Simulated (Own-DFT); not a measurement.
# Point defects and the pressure they add: zincblende InP

Source: density functional calculations with Own-DFT, an unreviewed in-house program that is no longer used. Nothing was measured or relaxed, and spin and spin-orbit coupling are left out.

Settings: PBE; PseudoDojo norm-conserving scalar-relativistic files; cutoff 36 hartree; 3 x 3 x 3 k mesh centred on Gamma; Fermi-Dirac smearing of 0.1 eV.

Limits (not all hold for every row): not probed for a lower state with spin; forces on such cells moved up to 12 meV/angstrom on a denser k mesh; stress not checked against mesh or cutoff.

All runs share one cell, with vectors in Å (11.737, 0.000, 0.000); (0.000, 11.737, 0.000); (0.000, 0.000, 11.737) and a volume of 1617.0 Å³. u is the rms random offset of the atoms per axis. The defect's site can differ from row to row.

| cell | formula | u (Å) | P (GPa) |
|---|---|---|---|
| no defect | In32P32 | 0.0202 | 3.21 |
| no defect | In32P32 | 0.0228 | 3.21 |
| no defect | In32P32 | 0.0512 | 3.59 |
| one P on an In site | In31P33 | 0.0301 | 3.11 |
| one P on an In site | In31P33 | 0.0483 | 3.32 |
| one P on an In site | In31P33 | 0.0526 | 3.42 |
| one In on a P site and one P on an In site | In32P32 | 0.0298 | 3.60 |
| one In on a P site and one P on an In site | In32P32 | 0.0300 | 3.62 |
| one In on a P site and one P on an In site | In32P32 | 0.0486 | 3.92 |
| one In on a P site and one P on an In site | In32P32 | 0.0502 | ? |
| two P vacancies | In32P30 | 0.0302 | 2.93 |
| two P vacancies | In32P30 | 0.0303 | 2.95 |
| two P vacancies | In32P30 | 0.0304 | 2.98 |

## Analysis

P = P0 + c u² + a shift for each defect gives P0 = 3.12 GPa, c = 181 ± 10 GPa/Å² and a scatter of 0.03 GPa. The shifts, and each times the cell's volume:

- one In on a P site and one P on an In site: 0.34 ± 0.02 GPa, 3.4 eV
- one P on an In site: -0.20 ± 0.02 GPa, -2.0 eV
- two P vacancies: -0.34 ± 0.02 GPa, -3.4 eV (-1.7 eV for each of its 2 sites)

A positive shift means that the defect pushes the cell outwards. Shift times volume (160.2 GPa Å³ is 1 eV) depends little on the cell's size, so, taken for each site, it can be compared between cells at like pressure. The atoms around the defects weren't relaxed, which would change these numbers.

## Prediction

Asked: what pressure belongs in the blank (one In on a P site and one P on an In site, u = 0.0502 Å)?

Estimate: 3.92 ± 0.03 GPa. The run itself gave 3.95 GPa.
